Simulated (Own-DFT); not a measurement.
# Forces on the neighbours of a vacancy: 2H SiC, 71 atoms (C35Si36), with one C vacancy

These are calculations, not measurements. The program, named Own-DFT, is a retired in-house plane-wave density functional code that no person has reviewed. Each row is one single-point run on a periodic cell that was not relaxed, without spin or spin-orbit coupling.

Settings of every run: PBE; PseudoDojo norm-conserving scalar-relativistic files; cutoff 42 hartree; 4 x 4 x 3 k mesh centred on Gamma; Fermi-Dirac smearing of 0.1 eV.

Known limits: not probed for a lower state with spin; forces on such cells moved up to 12 meV/angstrom on a denser k mesh; stress not checked against mesh or cutoff.

Cell vectors in Å: (9.248, 0.000, 0.000); (-4.624, 8.009, 0.000); (0.000, 0.000, 10.068). Every atom was also moved at random, by a Gaussian of width 0.03 Å on each axis. The defect's site can differ from row to row. The empty site has 4 nearest neighbours, all Si. For each, d is its distance from the empty site and R the part of its force along the line away from it, positive outwards. The last column is the rms force component on atoms over 4.5 Å away.

```
run,d1 (Å),d2 (Å),d3 (Å),d4 (Å),R1 (eV/Å),R2 (eV/Å),R3 (eV/Å),R4 (eV/Å),far F (eV/Å)
1,1.857,1.875,1.900,1.925,-0.33,-0.31,-0.30,-0.45,0.98
2,1.838,1.847,1.877,1.898,0.31,0.39,-0.57,-0.31,0.78
3,1.881,1.896,1.897,1.944,-0.23,-0.29,-0.57,-1.29,0.82
4,1.862,1.890,1.907,1.941,-0.55,-0.37,-0.35,-0.75,0.90
5,1.846,1.878,1.883,1.934,-0.22,-0.51,-0.59,-1.03,0.79
6,1.857,1.871,1.873,1.900,0.12,-0.23,-0.17,-0.27,0.83
7,1.844,1.856,1.858,1.936,-0.58,0.03,-0.13,-0.64,0.76
8,1.833,1.890,1.904,1.913,0.00,-0.08,-0.40,-0.58,0.79
9,1.878,1.888,1.899,1.945,?,?,?,?,?
```

## Worked fit

A straight line through the 32 neighbours shown gives R = -0.35 - 8.0 (d - 1.885) eV/Å, with a scatter of 0.24 left by the moves of the other atoms. The slope, with an error of 1.4, is the pull back towards the neighbour's own site. The constant, -0.35 ± 0.04 eV/Å, is the force at the mean distance: with one bond gone, the neighbours are pushed inwards, towards the empty site. It shows how a relaxation would start, not where it would end, and it depends somewhat on the width of the random moves.

## Withheld run

Question: what mean R should the neighbours of run 9 feel? Their mean d is 1.903 Å.

The line gives -0.50 ± 0.13 eV/Å, by the scatter of the means of the runs shown. The calculation gave R = -0.70, -0.42, -0.64, -1.06, a mean of -0.71 eV/Å.
